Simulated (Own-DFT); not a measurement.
# Strain and stress in wurtzite AlN, 72 atoms (Al36N36)

These are calculations, not measurements. They come from Own-DFT, an in-house plane-wave density functional program, since retired, whose code no person has reviewed. Each row is one single-point run on a periodic cell that was not relaxed, without spin or spin-orbit coupling.

Settings of every run: PBE; PseudoDojo norm-conserving scalar-relativistic files; cutoff 42 hartree; 4 x 4 x 3 k mesh centred on Gamma; Gaussian smearing of 0.01 eV.

Known limits: k mesh not checked against a denser one; stress not checked against mesh or cutoff.

Unstrained cell vectors in Å: (9.336, 0.000, 0.000); (-4.668, 8.085, 0.000); (0.000, 0.000, 9.964). The unstrained cell has measured lattice constants (interpolated for alloys), not those of this functional. That, the random moves and any unrelaxed bonds set the pressure at no strain. Each run strains this cell uniformly, with the atoms carried along. Every atom was also moved at random, by a Gaussian of width 0.05 Å on each axis. Strain is the symmetric tensor, in per cent. Stress is positive in tension, and the pressure is minus a third of its trace.

```
run  e_xx (%)  e_yy (%)  e_zz (%)  s_xx (GPa)  s_yy (GPa)  s_zz (GPa)  P (GPa)  E (meV/atom)
  1     -0.50     -0.50      0.00       -7.30       -9.12       -7.72     8.05           8.4
  2     -0.75     -0.75      0.00      -10.01      -10.59       -7.00     9.20           7.9
  3      1.75      1.75      0.00        3.29        4.97       -4.45    -1.27           0.0
  4     -1.25     -1.25      0.00      -14.53      -12.77       -6.50    11.26          12.4
  5      3.00      3.00      0.00        8.88        9.51       -2.72    -5.22          20.8
  6     -3.00     -3.00      0.00      -29.16      -27.15       -8.84    21.72          82.2
  7     -1.75     -1.75      0.00      -19.95      -13.82       -7.72    13.83          22.6
  8     -1.50     -1.50      0.00      -14.84      -12.80       -8.66    12.10           9.2
  9      1.50      1.50      0.00           ?           ?           ?        ?             ?
```

E is the free energy for each atom above the lowest run shown.

## Worked fit

The change of volume is close to e_xx + e_yy + e_zz. A straight line through the runs shown gives P = 6.63 - 215 x (fractional change of volume) GPa, with an error of 12 on the slope and a scatter of 1.27 GPa. The strain isn't the same on all axes and the cell isn't cubic, so the slope belongs to this path and is not the bulk modulus.

## Withheld run

Question: what pressure should run 9 give? Its volume changes by 3.02 %.

The line gives 0.1 GPa. The calculation gave -0.30 GPa.
